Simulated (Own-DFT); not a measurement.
Simulation results for AlGa₃N₄ (wurtzite random alloy, strained, atoms displaced)

Computed with Own-DFT development build. A calculation, not a measurement: plane-wave PBE density functional theory by an unreviewed code, no spin, of a simulated periodic cell, stress positive in tension, free energy of the whole cell less one offset for each atom, forces on such cells passed a denser k mesh, this cell's mesh not checked; offsets are fitted by least squares, one for each functional and potential file, so energies compare only between cells with the same atoms and settings and are not formation energies; the far tail of each file's local potential was reset to the Coulomb form; each entry is a single point on an unrelaxed cell, so the pressure reflects the starting lattice, mostly measured values, from which strain is counted, and rises with the displacements; printed positions are rounded, which can move forces by about a meV/angstrom; the program is a retired in-house code; no spin-orbit coupling.

Settings shared by all entries: functional PBE; potential files PseudoDojo norm-conserving, scalar-relativistic, standard set with the stringent files for Ga; wave cutoff 96 hartree; occupations Gaussian; smearing width 0.01 eV; k mesh 4 x 4 x 3 centred on Gamma.

(1) AlGa₃N₄ (wurtzite random alloy, strained, atoms displaced)

```
CELL_PARAMETERS angstrom
9.62810 0.00000 0.00000
-4.81410 8.33820 0.00000
0.00000 0.00000 10.26850
ATOMIC_POSITIONS crystal
Ga 0.11828 0.22345 0.00228
Al 0.22236 0.11266 0.25770
N 0.12388 0.23412 0.18331
N 0.22316 0.11204 0.44124
Ga 0.12598 0.21842 0.49900
Al 0.21544 0.10873 0.74624
N 0.11523 0.22734 0.69195
N 0.21532 0.10798 0.93899
Al 0.11917 0.55435 0.99778
Al 0.22114 0.44110 0.23503
N 0.11115 0.54941 0.19061
N 0.22451 0.45134 0.43669
Ga 0.09879 0.55158 0.49233
Ga 0.22052 0.45101 0.75276
N 0.11052 0.55183 0.68395
N 0.22169 0.45236 0.93983
Ga 0.10210 0.88119 0.00133
Ga 0.21902 0.77375 0.25232
N 0.10675 0.88463 0.18774
N 0.21658 0.76291 0.43748
Ga 0.09944 0.88161 0.49973
Al 0.21129 0.77605 0.75715
N 0.10369 0.88682 0.68511
N 0.21489 0.76657 0.93045
Al 0.45060 0.22277 0.00011
Ga 0.54963 0.11109 0.24995
N 0.44967 0.23401 0.18333
N 0.55846 0.11392 0.43638
Ga 0.44179 0.22189 0.50272
Ga 0.55636 0.10581 0.74838
N 0.44586 0.22288 0.68780
N 0.55488 0.10740 0.93783
Ga 0.44302 0.54731 0.99744
Al 0.55607 0.44218 0.25352
N 0.44223 0.55544 0.19245
N 0.55912 0.45306 0.43425
Ga 0.43627 0.54910 0.50541
Ga 0.55726 0.43778 0.75470
N 0.45107 0.56032 0.68856
N 0.55540 0.44648 0.93439
Ga 0.44086 0.89356 0.00619
Ga 0.56460 0.78220 0.24922
N 0.44385 0.89186 0.18768
N 0.54950 0.78379 0.44357
Ga 0.43454 0.88821 0.50516
Ga 0.55178 0.77488 0.74651
N 0.45018 0.88611 0.69261
N 0.55419 0.77697 0.93727
Ga 0.77101 0.21182 0.00771
Al 0.89586 0.12052 0.25416
N 0.76605 0.21493 0.19168
N 0.88068 0.10053 0.44673
Ga 0.78878 0.22427 0.49723
Ga 0.89488 0.11325 0.74136
N 0.76741 0.21514 0.68361
N 0.89030 0.11679 0.94103
Ga 0.78128 0.56030 0.00416
Ga 0.89426 0.43758 0.24745
N 0.77111 0.55626 0.18817
N 0.89388 0.44546 0.43967
Ga 0.79248 0.56766 0.50221
Ga 0.88861 0.43634 0.74454
N 0.76425 0.55104 0.69675
N 0.88526 0.44868 0.93993
Ga 0.78003 0.89333 0.99138
Ga 0.87750 0.78146 0.25196
N 0.77666 0.88085 0.18822
N 0.88170 0.78235 0.43674
Ga 0.77849 0.89420 0.49846
Al 0.88572 0.77152 0.74097
N 0.77055 0.88111 0.68365
N 0.89371 0.78133 0.94304
```

* free energy of cell above offsets: -9.189 eV
* pressure: 2.39 GPa
* stress xx: -0.82 GPa
* stress yy: -0.23 GPa
* stress zz: -6.11 GPa
* stress yz: -0.24 GPa
* stress xz: 0.34 GPa
* stress xy: 0.2 GPa

Force:
```tsv
element	x (eV/Å)	y (eV/Å)	z (eV/Å)
Ga	-0.995	-0.006	-1.547
Al	0.588	-0.099	-2.124
N	-0.802	-2.347	2.452
N	1.234	-1.677	-1.293
Ga	-3.355	2.309	0.694
Al	0.762	0.368	0.933
N	0.841	-0.54	-0.432
N	1.947	0.221	-0.962
Al	-2.527	0.215	0.442
Al	0.786	1.898	2.362
N	0.386	0.229	-1.412
N	-0.367	-1.905	-1.153
Ga	3.285	-0.079	1.379
Ga	1.272	-0.023	-0.715
N	-1.094	1.367	0.502
N	0.693	-1.166	0.197
Ga	1.231	0.874	-0.106
Ga	0.123	0.166	-0.744
N	0.047	1.278	1.522
N	-1.329	2.341	0.413
Ga	1.207	0.165	-0.829
Al	1.248	-0.21	-2.438
N	0.488	0.004	1.171
N	-0.032	0.543	2.077
Al	-0.904	0.117	-0.717
Ga	-0.497	-0.097	0.316
N	-0.846	-1.284	0.724
N	-0.609	-0.103	0.736
Ga	1.605	1.134	-0.7
Ga	-0.753	-0.105	0.142
N	-1.105	-1.421	0.821
N	-1.03	0.831	0.461
Ga	-0.12	1.589	0.657
Al	-0.528	1.036	-0.726
N	0.493	-0.583	-0.418
N	0.498	-0.785	0.758
Ga	0.56	1.386	-1.238
Ga	-1.849	0.139	-0.992
N	-0.618	-1.631	0.89
N	0.607	-1.474	1.765
Ga	0.583	-1.345	-1.73
Ga	-1.66	-0.89	0.783
N	-0.161	-0.486	0.919
N	0.849	-0.543	-0.641
Ga	1.02	0.166	-0.56
Ga	0.763	0.015	0.781
N	-3.095	-0.067	-0.061
N	-0.169	0.095	0.496
Ga	0.017	1.494	-1.522
Al	-0.208	-1.244	-0.517
N	2.241	0.13	0.885
N	1.821	2.89	-2.583
Ga	-1.886	-0.411	0.135
Ga	-1.05	-0.811	0.895
N	1.558	0.709	0.335
N	0.595	-0.043	-0.578
Ga	-0.369	-0.228	-0.715
Ga	-1.897	0.812	-0.303
N	0.648	-0.527	1.357
N	-2.056	-0.875	-0.836
Ga	-1.878	-1.794	-0.054
Ga	-0.838	0.435	1.165
N	2.967	1.502	-1.556
N	1.796	-0.795	0.164
Ga	-0.22	-0.659	0.484
Ga	2.595	-1.589	-0.694
N	-1.281	3.515	-0.676
N	1.172	-0.188	0.562
Ga	-1.708	-2.322	0.611
Al	-1.076	0.335	1.596
N	1.678	0.679	1.281
N	-1.293	-0.633	-2.286
```

(2) AlGa₃N₄ (wurtzite random alloy, strained, atoms displaced)

```
CELL_PARAMETERS angstrom
9.62810 0.00000 0.00000
-4.81410 8.33820 0.00000
0.00000 0.00000 10.26850
ATOMIC_POSITIONS crystal
Ga 0.11993 0.22078 0.00545
Al 0.23048 0.11571 0.25315
N 0.12374 0.22694 0.19151
N 0.22235 0.11764 0.43255
Ga 0.10944 0.21676 0.49669
Ga 0.21853 0.10777 0.75479
N 0.10861 0.21668 0.69624
N 0.23809 0.12083 0.93649
Ga 0.10831 0.55405 0.99973
Ga 0.22500 0.44361 0.24477
N 0.10606 0.54617 0.18249
N 0.23414 0.45558 0.43110
Ga 0.10878 0.55357 0.49223
Ga 0.23220 0.45942 0.74582
N 0.11467 0.56220 0.68811
N 0.22156 0.43440 0.94664
Ga 0.10137 0.88213 0.00258
Al 0.21441 0.77333 0.24781
N 0.10726 0.89321 0.19193
N 0.21194 0.76433 0.44004
Ga 0.11334 0.89224 0.50260
Ga 0.23461 0.77571 0.75141
N 0.10666 0.88906 0.69338
N 0.22422 0.76982 0.94189
Al 0.45067 0.22986 0.00046
Ga 0.56400 0.12155 0.25568
N 0.44345 0.21489 0.20018
N 0.56694 0.11686 0.43580
Ga 0.44043 0.22348 0.50243
Ga 0.55625 0.11383 0.74534
N 0.45080 0.22219 0.69299
N 0.55493 0.10502 0.94446
Ga 0.45302 0.56536 0.99482
Ga 0.54172 0.42869 0.25215
N 0.44486 0.55378 0.18763
N 0.56606 0.45287 0.44068
Ga 0.44130 0.55065 0.50373
Al 0.55184 0.44500 0.75929
N 0.44382 0.55033 0.68281
N 0.55134 0.45031 0.93775
Al 0.43247 0.88550 0.00143
Ga 0.54995 0.77457 0.25672
N 0.43842 0.87617 0.19579
N 0.56394 0.77692 0.43847
Ga 0.44446 0.89302 0.49274
Ga 0.55353 0.78152 0.74551
N 0.44737 0.89814 0.69163
N 0.55199 0.78392 0.93991
Al 0.77350 0.22638 0.00260
Ga 0.88869 0.11317 0.24570
N 0.77989 0.21575 0.19307
N 0.89581 0.10776 0.43818
Al 0.78246 0.23515 0.49092
Ga 0.89075 0.11389 0.75257
N 0.78726 0.22567 0.68768
N 0.88427 0.11634 0.93067
Al 0.77227 0.54632 0.99626
Ga 0.88687 0.44625 0.25129
N 0.76513 0.54650 0.19237
N 0.88885 0.44303 0.43956
Ga 0.77986 0.55979 0.50161
Al 0.88199 0.43322 0.76099
N 0.78856 0.55795 0.68646
N 0.89789 0.45251 0.93809
Ga 0.78502 0.88638 0.00002
Ga 0.88204 0.76124 0.24913
N 0.78175 0.90302 0.18745
N 0.88769 0.78202 0.44468
Ga 0.77468 0.88807 0.49797
Ga 0.89265 0.78128 0.75077
N 0.77322 0.88658 0.67647
N 0.89291 0.78588 0.93075
```

* free energy of cell above offsets: -9.046 eV
* pressure: 2.4 GPa
* stress xx: -0.9 GPa
* stress yy: -0.18 GPa
* stress zz: -6.12 GPa
* stress yz: -0.35 GPa
* stress xz: -0.54 GPa
* stress xy: -0.52 GPa

Force:
```tsv
element	x (eV/Å)	y (eV/Å)	z (eV/Å)
Ga	-1.021	-0.421	-0.982
Al	-1.313	-0.921	-0.807
N	-0.041	-1.388	0.26
N	1.439	-0.839	0.672
Ga	-0.454	1.272	1.097
Ga	0.351	0.384	-0.886
N	0.517	1.354	-1.435
N	-0.02	-1.073	1.87
Ga	1.858	-0.525	-0.269
Ga	-0.129	0.551	-0.095
N	-0.732	1.474	1.723
N	-1.029	-1.434	0.873
Ga	0.719	-0.95	1.474
Ga	-0.88	-2.3	1.124
N	-0.533	-1.314	0.189
N	-0.241	2.027	-1.353
Ga	1.578	1.213	-0.359
Al	0.613	-0.052	0.076
N	1.152	-0.521	0.264
N	0.075	2.772	-1.443
Ga	-0.381	-0.443	-0.07
Ga	-2.152	0.324	-0.098
N	1.755	0.281	-0.426
N	-0.93	1.109	-0.023
Al	0.124	-1.187	0.167
Ga	0.435	-2.159	-1.327
N	-0.603	-0.08	-2.47
N	-0.74	0.095	1.786
Ga	0.813	0.58	-0.022
Ga	1.374	0.382	1.015
N	-1.485	1.286	-0.111
N	-0.825	1.375	0.401
Ga	-1.825	-0.143	1.223
Ga	-0.277	2.155	0.511
N	0.641	0.15	-0.163
N	-1.008	-1.437	-0.055
Ga	0.799	0.894	-1.734
Al	0.898	0.029	-2.596
N	0.999	0.528	2.224
N	2.479	-1.06	0.547
Al	1.781	0.426	1.012
Ga	1.112	-0.037	-1.364
N	-1.874	1.161	-1.011
N	-1.98	-0.345	0.79
Ga	0.532	-0.739	0.316
Ga	0.988	0.124	0.281
N	0.399	-0.731	-1.356
N	0.197	0.17	-0.431
Al	1.302	-1.102	-0.287
Ga	1.961	0.107	1.132
N	-1.456	1.875	-1.63
N	-2.117	1.22	-0.323
Al	1.43	-2.058	1.675
Ga	0.065	-0.808	-1.575
N	-1.356	0.574	-0.847
N	0.327	-0.02	3.096
Al	-0.047	1.304	0.297
Ga	0.609	-0.557	-0.421
N	0.638	-0.37	-2.08
N	-0.357	0.446	-0.48
Ga	0.443	0.266	0.208
Al	0.563	1.544	-2.705
N	-0.97	-1.334	2.281
N	-2.57	-1.667	0.829
Ga	-2.221	1.476	-0.005
Ga	-1.111	2.405	0.927
N	0.586	-2.798	-0.083
N	1.164	-0.62	-1.225
Ga	0.628	0.735	-0.779
Ga	-0.949	-0.545	-1.998
N	0.187	0.151	2.98
N	0.092	-2.242	2.007
```

(3) AlGa₃N₄ (wurtzite random alloy, strained, atoms displaced)

```
CELL_PARAMETERS angstrom
9.62810 0.00000 0.00000
-4.81410 8.33820 0.00000
0.00000 0.00000 10.26850
ATOMIC_POSITIONS crystal
Ga 0.10535 0.20578 0.00305
Ga 0.21556 0.10655 0.25312
N 0.10746 0.22451 0.18698
N 0.22988 0.12123 0.43832
Ga 0.11403 0.22680 0.49263
Ga 0.22262 0.11638 0.74926
N 0.11398 0.22558 0.68270
N 0.21804 0.11553 0.93952
Ga 0.11306 0.56477 0.99793
Ga 0.23294 0.44743 0.24856
N 0.10090 0.56140 0.19634
N 0.22621 0.45016 0.44941
Ga 0.11082 0.54485 0.49612
Al 0.22337 0.44306 0.75253
N 0.11308 0.55715 0.68589
N 0.22004 0.43857 0.93284
Al 0.10302 0.88140 0.00523
Al 0.21998 0.77017 0.24647
N 0.12640 0.89962 0.18968
N 0.22425 0.78289 0.43951
Ga 0.10494 0.89336 0.50098
Ga 0.22208 0.77115 0.74256
N 0.10150 0.88453 0.69288
N 0.22895 0.78609 0.94012
Ga 0.44064 0.22592 0.99919
Ga 0.56146 0.10469 0.25030
N 0.44001 0.22510 0.18557
N 0.55210 0.10427 0.43105
Ga 0.44526 0.21676 0.50067
Al 0.55438 0.11177 0.74832
N 0.44183 0.21216 0.69273
N 0.55940 0.10966 0.94234
Ga 0.44181 0.55320 0.99862
Al 0.54850 0.43812 0.24763
N 0.44201 0.55001 0.17928
N 0.55241 0.45016 0.43230
Ga 0.44544 0.55950 0.49075
Ga 0.55687 0.44078 0.75086
N 0.45339 0.56323 0.68767
N 0.55518 0.44187 0.93494
Ga 0.44079 0.89016 0.00255
Ga 0.54751 0.78427 0.25407
N 0.44662 0.88922 0.18536
N 0.55317 0.78652 0.44729
Ga 0.44184 0.89102 0.49714
Ga 0.55418 0.77441 0.74867
N 0.44960 0.88651 0.69108
N 0.55996 0.77510 0.93754
Al 0.77852 0.22126 0.99439
Ga 0.88030 0.10543 0.25053
N 0.77554 0.22111 0.18647
N 0.89320 0.11932 0.44269
Ga 0.78147 0.23075 0.49548
Al 0.87324 0.10447 0.75390
N 0.77083 0.21607 0.68770
N 0.88440 0.10716 0.94316
Al 0.77695 0.54988 0.99585
Ga 0.88126 0.43488 0.25218
N 0.78116 0.55204 0.18900
N 0.88613 0.43440 0.44021
Ga 0.77892 0.55921 0.50797
Ga 0.90024 0.44975 0.74956
N 0.77625 0.55507 0.68693
N 0.89158 0.44969 0.93406
Ga 0.77868 0.88677 0.99359
Ga 0.87719 0.76622 0.24893
N 0.78434 0.88368 0.18912
N 0.88668 0.77790 0.43603
Al 0.78223 0.88936 0.49979
Ga 0.88552 0.77729 0.75367
N 0.77366 0.88664 0.68233
N 0.89130 0.78217 0.94420
```

* free energy of cell above offsets: -10.465 eV
* pressure: 2.01 GPa
* stress xx: -0.48 GPa
* stress yy: -0.55 GPa
* stress zz: -5.01 GPa
* stress yz: -0.41 GPa
* stress xz: 0.03 GPa
* stress xy: 0.17 GPa

Force:
```tsv
element	x (eV/Å)	y (eV/Å)	z (eV/Å)
Ga	-1.367	2.092	-0.303
Ga	0.487	1.308	-0.692
N	0.02	-0.234	1.222
N	-0.516	-1.035	0.423
Ga	0.147	-0.246	1.125
Ga	-0.625	-0.82	0.076
N	-1.228	0.1	1.288
N	1.639	-2.183	-0.303
Ga	0.761	-0.984	0.456
Ga	-1.882	-0.549	0.095
N	1.798	-0.71	-0.954
N	0.754	-0.771	-2.459
Ga	-1.611	2.093	0.3
Al	0.446	0.025	-1.34
N	1.068	-1.106	0.279
N	-0.64	0.367	0.785
Al	1.034	1.478	-0.429
Al	-0.671	1.965	1.078
N	-0.467	-2.58	-0.642
N	-0.68	-0.92	-0.885
Ga	1.047	-0.173	-0.1
Ga	-0.23	1.637	0.604
N	1.039	0.53	-0.401
N	-1.655	-0.519	-0.305
Ga	0.598	-0.907	0.036
Ga	-1.912	0.966	-1.342
N	0.73	0.004	0.967
N	0.227	1.294	1.449
Ga	-0.073	0.942	-0.325
Al	0.533	-0.998	0.806
N	0.438	0.654	-0.526
N	-0.208	0.859	-1.111
Ga	-0.045	0.088	-1.541
Al	0.693	0.454	-0.382
N	0.826	0.83	2.278
N	1.215	-0.755	0.063
Ga	0.542	0.501	1.889
Ga	-0.761	0.213	-0.922
N	-0.861	-2.196	-0.113
N	0.869	0.866	0.959
Ga	1.459	0.183	-1.256
Ga	2.296	-1.065	-0.247
N	-1.376	-0.715	0.953
N	1.969	-0.3	-1.439
Ga	-0.37	-0.167	1.249
Ga	0.258	0.357	0.114
N	-1.325	1.304	-0.172
N	-0.947	0.115	0.367
Al	-0.266	0.224	0.562
Ga	0.935	0.374	-0.089
N	0.468	-0.338	-1.088
N	-0.103	-1.774	-0.573
Ga	-0.227	-2.835	1.283
Al	1.467	0.347	-1.065
N	0.092	0.367	0.737
N	-0.623	0.677	-1.312
Al	-0.486	0.539	0.607
Ga	0.063	0.706	-0.188
N	-1.563	-0.994	-1.122
N	-0.63	2.719	-0.215
Ga	-0.171	-0.455	-2.163
Ga	-1.127	-0.914	-0.755
N	0.625	-0.145	1.561
N	-0.367	-0.878	1.239
Ga	-0.811	-0.175	1.331
Ga	1.587	0.655	-0.027
N	-2.068	0.524	-0.17
N	-0.536	0.203	0.736
Al	-0.928	0.54	-0.308
Ga	-0.301	0.122	-0.338
N	0.599	0.98	0.826
N	0.927	-1.762	-0.143
```
